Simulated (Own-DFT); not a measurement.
Simulation results for Hf16O31 (monoclinic hafnia with two neutral oxygen vacancies, strained, atoms displaced), Hf31SiO64 (monoclinic hafnia with substituted atoms, atoms displaced)

All values are calculated (Own-DFT development build). A calculation, not a measurement: plane-wave PBE and HSE06 DFT by an unreviewed code, no spin, of a simulated cell at Gamma alone, so results move with cell size and shape, stress positive in tension, energies less offsets, not probed for a lower state with spin; hafnium file: forces about 75 meV/angstrom off all-electron values; oxygen file: force components 24 meV/angstrom off all-electron in a glass; k mesh not checked against a denser one; forces and stress are PBE's, HSE06 gives the energy alone, and its difference from PBE has offsets of its own; offsets are fitted by least squares, one for each functional and potential file, so energies compare only between cells with the same atoms and settings and are not formation energies; the far tail of each file's local potential was reset to the Coulomb form; each entry is a single point on an unrelaxed cell, so the pressure reflects the starting lattice, mostly measured values, from which strain is counted, and rises with the displacements; printed positions are rounded, which can move forces by about a meV/angstrom; the program is a retired in-house code; no spin-orbit coupling.

Settings shared by all entries: first functional PBE; second functional HSE06; exact exchange share 0.25; screening 0.11 1/bohr; exchange divergence Gygi-Baldereschi; potential files PseudoDojo norm-conserving, scalar-relativistic, made for PBE, standard set; wave cutoff 48 hartree; occupations fixed; k mesh 1 x 1 x 1 centred on Gamma.

```yaml
- entry: 1
  formula: Hf16O31
  kind: "monoclinic hafnia with two neutral oxygen vacancies, strained, atoms displaced"
  structure:
    cell_angstrom:
      - [10.2508, 0.0273, -0.0885]
      - [0.0276, 10.5049, 0.0828]
      - [-1.7887, 0.0791, 10.4952]
    atoms_fractional:
      - [Hf, 0.14809, 0.01683, 0.10579]
      - [Hf, 0.35557, 0.27152, 0.14192]
      - [Hf, 0.35503, 0.47757, 0.38862]
      - [Hf, 0.14794, 0.22744, 0.35757]
      - [O, 0.04492, 0.16656, 0.17461]
      - [O, 0.46321, 0.412, 0.06784]
      - [O, 0.46276, 0.33711, 0.32896]
      - [O, 0.03675, 0.08019, 0.42216]
      - [O, 0.22676, 0.37706, 0.23719]
      - [O, 0.27429, 0.12777, 0.00519]
      - [O, 0.27328, 0.11566, 0.2558]
      - [O, 0.22053, 0.37142, 0.49578]
      - [Hf, 0.13183, 0.019, 0.60525]
      - [Hf, 0.36326, 0.27125, 0.64542]
      - [Hf, 0.36463, 0.47675, 0.89738]
      - [Hf, 0.13961, 0.22753, 0.85398]
      - [O, 0.02736, 0.16558, 0.67574]
      - [O, 0.46838, 0.41684, 0.58373]
      - [O, 0.46207, 0.33669, 0.8308]
      - [O, 0.02921, 0.07964, 0.91979]
      - [O, 0.22671, 0.37716, 0.74303]
      - [O, 0.2825, 0.13266, 0.50846]
      - [O, 0.27964, 0.12874, 0.76614]
      - [O, 0.21895, 0.36751, 0.98376]
      - [Hf, 0.1385, 0.5231, 0.10182]
      - [Hf, 0.36273, 0.77517, 0.14089]
      - [Hf, 0.35837, 0.98809, 0.39026]
      - [Hf, 0.14096, 0.72544, 0.3529]
      - [O, 0.04274, 0.67001, 0.1703]
      - [O, 0.46645, 0.9093, 0.08491]
      - [O, 0.4668, 0.83236, 0.33005]
      - [O, 0.03501, 0.57371, 0.4258]
      - [O, 0.22858, 0.87485, 0.24085]
      - [O, 0.28063, 0.63102, 0.00694]
      - [O, 0.2734, 0.61634, 0.25045]
      - [O, 0.23358, 0.87567, 0.49361]
      - [Hf, 0.13643, 0.5153, 0.60662]
      - [Hf, 0.355, 0.76945, 0.63877]
      - [Hf, 0.35593, 0.98763, 0.89433]
      - [Hf, 0.14262, 0.73475, 0.85607]
      - [O, 0.03925, 0.66529, 0.66977]
      - [O, 0.45491, 0.91809, 0.57671]
      - [O, 0.46445, 0.835, 0.82759]
      - [O, 0.03824, 0.57904, 0.92947]
      - [O, 0.22512, 0.87876, 0.74475]
      - [O, 0.27448, 0.62203, 0.51296]
      - [O, 0.27815, 0.6271, 0.76105]
      - [O, 0.23561, 0.87003, 0.99529]
      - [Hf, 0.63159, 0.01872, 0.0969]
      - [Hf, 0.85916, 0.27119, 0.1488]
      - [Hf, 0.86415, 0.479, 0.39792]
      - [Hf, 0.64522, 0.23908, 0.3532]
      - [O, 0.53951, 0.16542, 0.16875]
      - [O, 0.9634, 0.41318, 0.07124]
      - [O, 0.95896, 0.33395, 0.32218]
      - [O, 0.53957, 0.09158, 0.4274]
      - [O, 0.72436, 0.37551, 0.23868]
      - [O, 0.77504, 0.12344, 0.00819]
      - [O, 0.77657, 0.11904, 0.26697]
      - [O, 0.7273, 0.36691, 0.49971]
      - [Hf, 0.6412, 0.01797, 0.60129]
      - [Hf, 0.86183, 0.26717, 0.64798]
      - [Hf, 0.85119, 0.48153, 0.8874]
      - [Hf, 0.64276, 0.2212, 0.86026]
      - [O, 0.53494, 0.16522, 0.67331]
      - [O, 0.53495, 0.08205, 0.92496]
      - [O, 0.72921, 0.38459, 0.74202]
      - [O, 0.77208, 0.12915, 0.50023]
      - [O, 0.77458, 0.12088, 0.75566]
      - [O, 0.71563, 0.37006, 0.99481]
      - [Hf, 0.63056, 0.51677, 0.10078]
      - [Hf, 0.86036, 0.77597, 0.1499]
      - [Hf, 0.85711, 0.98378, 0.3957]
      - [Hf, 0.63738, 0.73198, 0.35488]
      - [O, 0.52782, 0.66021, 0.16255]
      - [O, 0.9612, 0.9181, 0.07438]
      - [O, 0.96949, 0.83799, 0.32575]
      - [O, 0.539, 0.5923, 0.42712]
      - [O, 0.73081, 0.87968, 0.24537]
      - [O, 0.77302, 0.62494, 0.00954]
      - [O, 0.77732, 0.61272, 0.265]
      - [O, 0.72273, 0.8778, 0.48609]
      - [Hf, 0.64003, 0.51492, 0.60979]
      - [Hf, 0.8692, 0.77292, 0.6455]
      - [Hf, 0.85824, 0.981, 0.88992]
      - [Hf, 0.64084, 0.73462, 0.85454]
      - [O, 0.53351, 0.67214, 0.67385]
      - [O, 0.96671, 0.91793, 0.58072]
      - [O, 0.97165, 0.83293, 0.82272]
      - [O, 0.53347, 0.58183, 0.92354]
      - [O, 0.72061, 0.8796, 0.73262]
      - [O, 0.77758, 0.62511, 0.51327]
      - [O, 0.77931, 0.6181, 0.7582]
      - [O, 0.73379, 0.8764, 0.99241]
  results:
    "PBE_energy_of_cell_above_offsets [eV]": "-88.610"
    "HSE06_less_PBE_above_offsets [eV]": "1.240"
    "PBE_pressure [GPa]": -0.49
    "PBE_stress_xx [GPa]": -0.25
    "PBE_stress_yy [GPa]": 2.41
    "PBE_stress_zz [GPa]": -0.69
    "PBE_stress_yz [GPa]": 2.02
    "PBE_stress_xz [GPa]": -1.79
    "PBE_stress_xy [GPa]": 0.69
    force_element: [Hf, Hf, Hf, Hf, O, O, O, O, O, O, O, O, Hf, Hf, Hf, Hf, O, O, O, O, O, O, O, O, Hf, Hf, Hf, Hf, O, O, O, O, O, O, O, O, Hf, Hf, Hf, Hf, O, O, O, O, O, O, O, O, Hf, Hf, Hf, Hf, O, O, O, O, O, O, O, O, Hf, Hf, Hf, Hf, O, O, O, O, O, O, Hf, Hf, Hf, Hf, O, O, O, O, O, O, O, O, Hf, Hf, Hf, Hf, O, O, O, O, O, O, O, O]
    "force_x [eV/angstrom]": [-3.153, 1.442, 1.499, -2.406, -0.586, -0.692, 0.37, 0.587, -0.354, 0.151, 0.805, 0.429, 0.896, 0.814, -0.737, -1.202, 1.254, -0.492, 1.504, 1.204, -0.558, -0.638, -0.504, 0.207, -0.969, 0.017, 2.233, -0.651, -1.116, 1.436, -0.315, 0.466, -0.496, -0.611, 0.373, -1.916, -0.005, 1.47, 1.397, 0.497, -0.511, 1.97, 0.15, -0.333, -0.517, -0.083, -0.342, -1.299, 0.736, 1.466, -0.5, -0.982, -1.136, -0.167, 1.281, -1.266, -0.679, 0.076, 0.141, 0.5, -2.132, -0.718, 1.891, -0.836, 0.163, -0.639, 0.007, 0.872, -0.001, 0.537, 1.134, 0.992, 0.595, 0.019, 0.459, 1.26, 0.474, -1.323, -0.543, 0.028, -0.292, 0.286, -0.571, -0.804, 1.225, -1.627, 0.729, -0.033, -1.134, 0.53, 0.737, 0.307, -0.412, -1.332]
    "force_y [eV/angstrom]": [0.202, 0.12, 0.972, 0.149, -0.021, -0.992, -0.369, 0.566, -0.395, -0.126, 1.098, -0.257, 0.516, 0.554, 1.171, 0.917, -0.579, -0.132, -1.536, 0.568, 0.052, -0.143, -0.681, -0.068, -0.183, -2.578, -2.252, 0.296, 0.396, 2.136, 0.592, 0.677, 0.443, -0.063, -0.069, -0.463, 0.265, -0.132, -2.214, -2.132, 0.385, 1.023, 0.584, 0.795, 0.915, 0.494, -0.567, 0.864, 0.051, 0.061, -0.032, -1.548, 0.65, -0.248, -0.479, -0.424, -0.004, 0.473, 0.681, 0.41, 0.814, 0.847, -0.626, 1.757, 0.038, -0.123, -1.629, 0.04, 0.144, -0.709, 1.07, -0.754, -0.526, -0.931, 0.57, 0.089, -0.626, -1.431, -0.125, 0.813, 1.114, -0.757, 2.464, -1.524, -0.699, -0.916, -0.659, 0.175, 0.612, 0.514, -0.6, 0.743, 1.301, -0.856]
    "force_z [eV/angstrom]": [-0.63, -0.053, 1.624, -0.762, -0.122, 1.701, -0.598, 0.337, 0.406, 1.032, -0.124, -1.129, -0.264, 0.851, -1.493, -0.39, -0.367, -0.811, -0.505, 0.134, -0.592, -0.18, -0.922, 0.921, -0.936, 1.45, 2.308, -0.127, 0.548, -1.146, -0.277, -0.481, -0.035, 0.345, 1.576, -1.249, 0.85, 1.753, -0.529, -0.166, 0.163, 0.012, 0.614, -1.661, -0.428, -1.001, 0.055, -1.023, 2.137, -0.86, 0.104, 0.133, 0.104, 0.333, 0.962, -1.0, 0.322, 0.101, -1.369, -0.734, -0.808, -0.003, 2.29, -1.105, 0.642, -0.59, 0.607, 1.415, 0.221, -0.906, 0.269, -0.355, -0.455, 0.061, 1.196, 0.412, 0.403, -0.354, -0.959, 0.16, -0.602, 0.403, -1.211, -0.309, 1.117, -0.636, 0.064, -0.216, 0.296, -0.626, 1.122, 0.184, 0.057, -0.697]
- entry: 2
  formula: Hf31SiO64
  kind: "monoclinic hafnia with substituted atoms, atoms displaced"
  structure:
    cell_angstrom: [[10.234, 0.0, 0.0], [0.0, 10.35, 0.0], [-1.6955, 0.0, 10.4453]]
    atoms_fractional:
      - [Hf, 0.13886, 0.01736, 0.10012]
      - [Hf, 0.35698, 0.26606, 0.14764]
      - [Hf, 0.36126, 0.47727, 0.39902]
      - [Hf, 0.14429, 0.23248, 0.35767]
      - [O, 0.03795, 0.16813, 0.17871]
      - [O, 0.45843, 0.41562, 0.07576]
      - [O, 0.46164, 0.33632, 0.3275]
      - [O, 0.03583, 0.08568, 0.42282]
      - [O, 0.22533, 0.38242, 0.24188]
      - [O, 0.27856, 0.13077, 0.01419]
      - [O, 0.2823, 0.11894, 0.26645]
      - [O, 0.22268, 0.36968, 0.4882]
      - [Hf, 0.13557, 0.01943, 0.60217]
      - [Hf, 0.36265, 0.26935, 0.64046]
      - [Hf, 0.36038, 0.47866, 0.89146]
      - [Hf, 0.13689, 0.2347, 0.85159]
      - [O, 0.03726, 0.16682, 0.67032]
      - [O, 0.45683, 0.41517, 0.57233]
      - [O, 0.46566, 0.33417, 0.82474]
      - [O, 0.0322, 0.08675, 0.92292]
      - [O, 0.2286, 0.37627, 0.74223]
      - [O, 0.27458, 0.13186, 0.50462]
      - [O, 0.27818, 0.12256, 0.75599]
      - [O, 0.22681, 0.36841, 0.99]
      - [Hf, 0.14152, 0.52008, 0.10028]
      - [Hf, 0.36128, 0.7744, 0.14115]
      - [Hf, 0.3612, 0.97776, 0.3966]
      - [Hf, 0.13853, 0.73308, 0.35587]
      - [O, 0.03702, 0.66302, 0.1703]
      - [O, 0.46387, 0.91814, 0.08011]
      - [O, 0.46926, 0.83985, 0.32492]
      - [O, 0.04366, 0.58168, 0.42859]
      - [O, 0.22301, 0.8761, 0.23922]
      - [O, 0.27598, 0.63017, 0.01398]
      - [O, 0.27795, 0.6176, 0.26247]
      - [O, 0.2257, 0.87289, 0.48721]
      - [Hf, 0.13453, 0.52149, 0.60104]
      - [Hf, 0.35977, 0.76926, 0.6444]
      - [Hf, 0.36018, 0.98459, 0.89665]
      - [Hf, 0.13486, 0.72805, 0.85342]
      - [O, 0.0343, 0.66119, 0.66774]
      - [O, 0.46196, 0.91005, 0.57687]
      - [O, 0.46448, 0.83585, 0.82742]
      - [O, 0.03519, 0.58495, 0.92361]
      - [O, 0.2215, 0.87662, 0.74414]
      - [O, 0.27524, 0.62985, 0.5068]
      - [O, 0.27757, 0.61901, 0.75946]
      - [O, 0.22005, 0.87084, 0.98955]
      - [Si, 0.63927, 0.01959, 0.10387]
      - [Hf, 0.86515, 0.2668, 0.14145]
      - [Hf, 0.86742, 0.4804, 0.3956]
      - [Hf, 0.63708, 0.23102, 0.35198]
      - [O, 0.53635, 0.16497, 0.17385]
      - [O, 0.9689, 0.41631, 0.07442]
      - [O, 0.96587, 0.32677, 0.32646]
      - [O, 0.53099, 0.08466, 0.42033]
      - [O, 0.72388, 0.37652, 0.24289]
      - [O, 0.77641, 0.13554, 0.01208]
      - [O, 0.77211, 0.11781, 0.25776]
      - [O, 0.72298, 0.36952, 0.48849]
      - [Hf, 0.63684, 0.02586, 0.60253]
      - [Hf, 0.86107, 0.26545, 0.64351]
      - [Hf, 0.86337, 0.47718, 0.89352]
      - [Hf, 0.63887, 0.22986, 0.84898]
      - [O, 0.54025, 0.16795, 0.67752]
      - [O, 0.96331, 0.41551, 0.57699]
      - [O, 0.96499, 0.33123, 0.82899]
      - [O, 0.5365, 0.08668, 0.92556]
      - [O, 0.72651, 0.37577, 0.7377]
      - [O, 0.77324, 0.12437, 0.50425]
      - [O, 0.77718, 0.12075, 0.76689]
      - [O, 0.72507, 0.37521, 0.9959]
      - [Hf, 0.64055, 0.52707, 0.09784]
      - [Hf, 0.86162, 0.77101, 0.1417]
      - [Hf, 0.85728, 0.98564, 0.39169]
      - [Hf, 0.64032, 0.73097, 0.35363]
      - [O, 0.53061, 0.66482, 0.17585]
      - [O, 0.96245, 0.91394, 0.07519]
      - [O, 0.96334, 0.8368, 0.32168]
      - [O, 0.53549, 0.5876, 0.42765]
      - [O, 0.73072, 0.87641, 0.2403]
      - [O, 0.77432, 0.63122, 0.01437]
      - [O, 0.77716, 0.62396, 0.25846]
      - [O, 0.72475, 0.87513, 0.49471]
      - [Hf, 0.6365, 0.51766, 0.59886]
      - [Hf, 0.85966, 0.76937, 0.6429]
      - [Hf, 0.86004, 0.9765, 0.8924]
      - [Hf, 0.63654, 0.73361, 0.8534]
      - [O, 0.53874, 0.66422, 0.67826]
      - [O, 0.96298, 0.91415, 0.57272]
      - [O, 0.95682, 0.82974, 0.82451]
      - [O, 0.53685, 0.58414, 0.92116]
      - [O, 0.72137, 0.87723, 0.73899]
      - [O, 0.77474, 0.6303, 0.51392]
      - [O, 0.77379, 0.62048, 0.76347]
      - [O, 0.72133, 0.87499, 0.99147]
  results:
    "PBE_energy_of_cell_above_offsets [eV]": "-90.223"
    "HSE06_less_PBE_above_offsets [eV]": "0.162"
    "PBE_pressure [GPa]": 2.64
    "PBE_stress_xx [GPa]": -2.02
    "PBE_stress_yy [GPa]": -2.38
    "PBE_stress_zz [GPa]": -3.52
    "PBE_stress_yz [GPa]": 0.01
    "PBE_stress_xz [GPa]": 0.1
    "PBE_stress_xy [GPa]": -0.58
    force_element: [Hf, Hf, Hf, Hf, O, O, O, O, O, O, O, O, Hf, Hf, Hf, Hf, O, O, O, O, O, O, O, O, Hf, Hf, Hf, Hf, O, O, O, O, O, O, O, O, Hf, Hf, Hf, Hf, O, O, O, O, O, O, O, O, Si, Hf, Hf, Hf, O, O, O, O, O, O, O, O, Hf, Hf, Hf, Hf, O, O, O, O, O, O, O, O, Hf, Hf, Hf, Hf, O, O, O, O, O, O, O, O, Hf, Hf, Hf, Hf, O, O, O, O, O, O, O, O]
    "force_x [eV/angstrom]": [-1.05, 1.395, -0.166, -0.821, 0.779, 0.706, 0.877, -0.336, -0.317, -0.55, -0.533, -0.185, 0.039, -0.672, 0.948, 0.461, -0.524, 1.41, 0.255, 0.3, -0.552, 0.237, -0.127, -0.714, -0.1, 0.162, 0.588, 0.137, -0.368, 2.185, -0.02, -1.27, 0.019, 0.117, -0.221, -0.677, 1.168, 0.517, 0.807, 0.403, -0.539, 1.019, -0.401, -0.203, 0.002, 0.109, -0.516, 0.306, -1.842, -0.3, -0.473, -0.369, 1.247, -0.356, -0.616, 0.369, 0.403, -1.006, -0.256, 0.239, -0.472, 0.306, -0.545, -0.493, -0.642, -0.164, -0.064, 0.361, -0.012, 0.065, 0.452, 0.317, -1.6, 0.632, 1.213, -0.932, 0.547, 0.858, 0.395, -0.076, -1.409, 0.59, 0.037, -0.188, -0.216, -0.222, 0.009, -0.242, -0.782, 0.524, 0.93, -0.403, -0.024, 0.358, 0.491, -0.724]
    "force_y [eV/angstrom]": [0.715, 1.364, 1.154, -0.759, -1.009, 0.243, -0.804, -0.325, -0.774, -0.896, 0.252, 0.443, -0.087, -0.03, -0.452, -0.751, 0.189, 0.227, 0.018, -0.236, 0.136, -0.432, -0.414, 0.166, 0.181, -1.062, -0.195, -0.65, 0.467, 1.585, -0.33, 0.062, 0.286, 0.108, 0.784, -0.112, -0.666, -0.323, -0.469, 0.046, 1.001, 1.119, 0.299, -0.15, 0.288, 0.266, 0.356, 0.341, 0.887, 1.267, -0.948, 0.142, -1.745, -0.395, 1.18, 0.161, 0.533, -1.953, -0.215, 0.123, -1.858, 0.757, 0.405, 0.814, -0.162, -0.328, 0.038, -0.886, -0.004, 0.952, -0.011, -0.155, -1.623, -0.15, -1.297, 0.016, 0.052, 0.709, -0.247, -0.124, 1.649, 0.246, -0.41, -0.408, 0.753, 0.347, 0.35, -0.641, -0.008, 0.129, -0.171, 0.0, 0.613, -0.47, -0.248, 1.165]
    "force_z [eV/angstrom]": [1.005, 0.045, -1.806, -1.158, -1.04, -0.024, 0.034, 0.188, -0.24, -0.89, -0.957, 0.68, -0.309, 1.014, 1.313, 0.473, 0.068, 0.994, -0.283, -0.101, -0.777, 1.109, 0.429, -0.484, 1.491, 1.692, -0.64, -1.429, 0.376, -0.298, 0.005, -1.337, -0.217, -1.129, -0.089, 0.575, 0.949, 0.664, -0.187, -0.167, 0.807, 0.11, 0.065, -0.648, -0.725, 0.853, -0.007, -0.235, -0.981, 1.148, -0.85, -0.925, -0.932, -0.075, 0.69, 1.042, -0.303, 0.009, -0.871, 0.383, -0.366, -0.051, 0.682, 2.403, -1.15, 0.157, -0.583, 1.293, -0.109, 1.087, -1.368, -1.316, 1.393, 0.878, 0.126, -0.192, -0.171, -0.487, 0.657, -0.247, -1.283, -0.997, 0.653, -0.847, 0.976, 0.199, 1.012, -0.115, -0.793, 0.503, 0.265, -0.003, -0.181, -0.669, -0.192, 0.736]
- entry: 3
  formula: Hf31SiO64
  kind: "monoclinic hafnia with substituted atoms, atoms displaced"
  structure:
    cell_angstrom: [[10.234, 0.0, 0.0], [0.0, 10.35, 0.0], [-1.6955, 0.0, 10.4453]]
    atoms_fractional:
      - [Hf, 0.14027, 0.01903, 0.10761]
      - [Hf, 0.36254, 0.26807, 0.14599]
      - [Hf, 0.35335, 0.48111, 0.39802]
      - [Hf, 0.13573, 0.22543, 0.35243]
      - [O, 0.03611, 0.16411, 0.17052]
      - [O, 0.46064, 0.42067, 0.07595]
      - [O, 0.46209, 0.32613, 0.32645]
      - [O, 0.03831, 0.08627, 0.42659]
      - [O, 0.22157, 0.37832, 0.24034]
      - [O, 0.2748, 0.12859, 0.01547]
      - [O, 0.26685, 0.11791, 0.25683]
      - [O, 0.22165, 0.36839, 0.48784]
      - [Hf, 0.13743, 0.0201, 0.60683]
      - [Hf, 0.36408, 0.26741, 0.6423]
      - [Hf, 0.35771, 0.47405, 0.89338]
      - [Hf, 0.14037, 0.22977, 0.85451]
      - [O, 0.03905, 0.16298, 0.67162]
      - [O, 0.46882, 0.41724, 0.57442]
      - [O, 0.46297, 0.33224, 0.82036]
      - [O, 0.03719, 0.08293, 0.92775]
      - [O, 0.22405, 0.38086, 0.74287]
      - [O, 0.27647, 0.12838, 0.50991]
      - [O, 0.27888, 0.11996, 0.76191]
      - [O, 0.22851, 0.37211, 0.98647]
      - [Hf, 0.13112, 0.51948, 0.10439]
      - [Hf, 0.36084, 0.77041, 0.14872]
      - [Hf, 0.36382, 0.98148, 0.39658]
      - [Hf, 0.13369, 0.73144, 0.35258]
      - [O, 0.03787, 0.66779, 0.17372]
      - [O, 0.46132, 0.91052, 0.0789]
      - [O, 0.46168, 0.83547, 0.32971]
      - [O, 0.0343, 0.58922, 0.42016]
      - [O, 0.22784, 0.88276, 0.24116]
      - [O, 0.27814, 0.62789, 0.01158]
      - [O, 0.27418, 0.6218, 0.25958]
      - [O, 0.22378, 0.86949, 0.48993]
      - [Hf, 0.14147, 0.52074, 0.60237]
      - [Hf, 0.36232, 0.76917, 0.64168]
      - [Hf, 0.36977, 0.97943, 0.89449]
      - [Hf, 0.12973, 0.73043, 0.84944]
      - [O, 0.03618, 0.66518, 0.67393]
      - [O, 0.45854, 0.91556, 0.57436]
      - [O, 0.45881, 0.83664, 0.82152]
      - [O, 0.03362, 0.58251, 0.92614]
      - [O, 0.2254, 0.88412, 0.73896]
      - [O, 0.27697, 0.62949, 0.51021]
      - [O, 0.27758, 0.61756, 0.75885]
      - [O, 0.22259, 0.87002, 0.99214]
      - [Hf, 0.63717, 0.02409, 0.10123]
      - [Hf, 0.86032, 0.27607, 0.14467]
      - [Hf, 0.86348, 0.48112, 0.39953]
      - [Hf, 0.64264, 0.23224, 0.35133]
      - [O, 0.54143, 0.16487, 0.17769]
      - [O, 0.96313, 0.4109, 0.07358]
      - [O, 0.96518, 0.3356, 0.32404]
      - [O, 0.53636, 0.0841, 0.42299]
      - [O, 0.72543, 0.37783, 0.24326]
      - [O, 0.77062, 0.12646, 0.01021]
      - [O, 0.77365, 0.12023, 0.26093]
      - [O, 0.72867, 0.37027, 0.49325]
      - [Hf, 0.63243, 0.01846, 0.60539]
      - [Hf, 0.86285, 0.27187, 0.64596]
      - [Hf, 0.85856, 0.47827, 0.89997]
      - [Hf, 0.63742, 0.23331, 0.85231]
      - [O, 0.5362, 0.16419, 0.669]
      - [O, 0.96501, 0.42172, 0.57677]
      - [O, 0.9567, 0.33592, 0.82176]
      - [O, 0.53621, 0.08687, 0.92361]
      - [O, 0.72206, 0.37701, 0.74129]
      - [O, 0.77168, 0.12834, 0.51144]
      - [O, 0.76826, 0.11947, 0.76018]
      - [O, 0.72391, 0.36791, 0.99487]
      - [Hf, 0.63623, 0.521, 0.10158]
      - [Si, 0.85779, 0.77036, 0.14455]
      - [Hf, 0.86574, 0.98021, 0.40039]
      - [Hf, 0.6393, 0.73186, 0.35537]
      - [O, 0.54082, 0.66553, 0.17246]
      - [O, 0.96452, 0.91551, 0.07838]
      - [O, 0.96559, 0.83719, 0.32697]
      - [O, 0.53266, 0.58675, 0.42586]
      - [O, 0.72569, 0.88046, 0.24192]
      - [O, 0.77954, 0.63028, 0.01275]
      - [O, 0.77374, 0.61839, 0.26058]
      - [O, 0.7262, 0.86951, 0.48848]
      - [Hf, 0.64085, 0.51999, 0.60382]
      - [Hf, 0.85894, 0.76926, 0.64511]
      - [Hf, 0.86294, 0.98221, 0.89716]
      - [Hf, 0.64263, 0.72164, 0.85736]
      - [O, 0.53686, 0.66778, 0.67833]
      - [O, 0.95846, 0.91444, 0.57401]
      - [O, 0.96584, 0.83311, 0.82699]
      - [O, 0.53754, 0.58696, 0.92465]
      - [O, 0.72161, 0.8742, 0.73752]
      - [O, 0.77386, 0.62861, 0.5062]
      - [O, 0.77352, 0.6179, 0.75548]
      - [O, 0.72068, 0.87093, 0.98798]
  results:
    "PBE_energy_of_cell_above_offsets [eV]": "-90.235"
    "HSE06_less_PBE_above_offsets [eV]": "0.101"
    "PBE_pressure [GPa]": 3.22
    "PBE_stress_xx [GPa]": -3.12
    "PBE_stress_yy [GPa]": -2.74
    "PBE_stress_zz [GPa]": -3.81
    "PBE_stress_yz [GPa]": 0.06
    "PBE_stress_xz [GPa]": -0.14
    "PBE_stress_xy [GPa]": -0.01
    force_element: [Hf, Hf, Hf, Hf, O, O, O, O, O, O, O, O, Hf, Hf, Hf, Hf, O, O, O, O, O, O, O, O, Hf, Hf, Hf, Hf, O, O, O, O, O, O, O, O, Hf, Hf, Hf, Hf, O, O, O, O, O, O, O, O, Hf, Hf, Hf, Hf, O, O, O, O, O, O, O, O, Hf, Hf, Hf, Hf, O, O, O, O, O, O, O, O, Hf, Si, Hf, Hf, O, O, O, O, O, O, O, O, Hf, Hf, Hf, Hf, O, O, O, O, O, O, O, O]
    "force_x [eV/angstrom]": [0.07, 0.16, 1.849, 0.202, -1.199, 0.505, -0.308, -0.766, 0.112, 0.392, 1.043, 0.015, 0.814, -0.021, 0.389, -0.342, -1.076, -0.842, 0.318, -0.393, -0.262, 0.003, -0.133, -1.023, 1.758, -0.157, -0.361, 0.848, -2.532, 1.248, 0.957, -0.228, -0.395, -0.488, -0.319, -0.408, -0.273, -0.302, -1.671, 2.043, -0.378, 0.889, 1.447, -0.479, -0.491, -0.199, -0.258, 0.016, 0.159, 0.084, 0.112, -0.78, -1.256, 0.457, -0.002, -0.221, -0.145, 0.834, 0.722, -0.149, 0.882, -0.194, 0.817, 0.08, -0.856, 0.17, 1.219, -0.292, -0.185, 0.545, 0.771, -0.183, -0.734, 1.567, -0.877, -0.584, -0.806, -2.16, -0.529, -0.12, 1.041, 0.675, 1.152, -0.455, -1.032, -0.062, -0.227, -0.974, 0.114, 1.152, -0.919, -0.372, 0.305, 0.297, 0.522, 0.665]
    "force_y [eV/angstrom]": [-0.609, 0.567, -0.389, 0.434, 0.844, -0.716, 0.827, -0.497, 0.056, 0.267, 0.545, 0.409, -0.699, 0.457, 1.7, -0.521, 1.095, -0.644, 0.124, 0.419, -0.661, -0.03, 0.777, -0.641, 0.713, -0.522, -0.09, 0.707, 1.07, 1.302, -0.666, -0.76, -0.599, -0.327, -0.241, 0.1, 0.233, 0.244, -0.897, -0.155, -0.002, 0.366, -0.713, -0.165, -0.78, -0.611, 0.302, 0.029, -1.298, -2.18, -0.028, -0.707, 0.451, 0.543, 0.135, -0.172, 0.432, 0.688, 0.107, 0.24, -0.23, -0.421, 0.119, -0.757, 0.689, -0.525, -0.515, 0.065, 0.182, 0.135, 0.08, 0.469, 0.389, 1.024, 0.247, -0.395, 0.474, -2.126, -0.634, -0.118, -1.112, 1.218, 0.981, 0.071, 0.368, 0.234, -0.606, 2.039, -0.559, 0.236, 0.524, -0.944, 0.232, 0.08, -0.187, -0.59]
    "force_z [eV/angstrom]": [-0.458, 0.57, -0.841, -0.453, 0.218, 0.237, 0.329, -0.085, -0.386, -0.638, 0.728, 0.536, -0.405, -0.097, 0.339, 0.214, 0.576, 0.281, 0.582, -0.942, -0.797, 0.254, -0.022, 0.213, -0.029, -0.749, -0.443, 0.019, -0.769, -0.481, -0.054, 0.612, 0.15, -0.183, 0.352, -0.177, 0.548, 1.108, 0.631, 1.482, -0.557, 0.357, 0.432, -0.429, -0.086, -0.253, -0.174, -0.564, 1.11, 1.064, -0.837, 1.035, -1.009, -0.08, 0.183, -0.04, -0.439, -0.094, 0.005, -0.053, -0.71, -0.44, -1.048, -0.059, 0.412, 0.376, 0.759, -0.197, -0.002, 0.309, 0.233, -0.65, 1.283, 1.062, -1.243, -0.601, 0.187, 0.57, -1.446, -0.205, -1.319, 1.154, -0.852, 0.199, -0.542, -0.224, 0.253, -0.883, -0.661, 0.93, -0.284, -0.092, 0.136, 0.577, 0.923, 0.558]
```
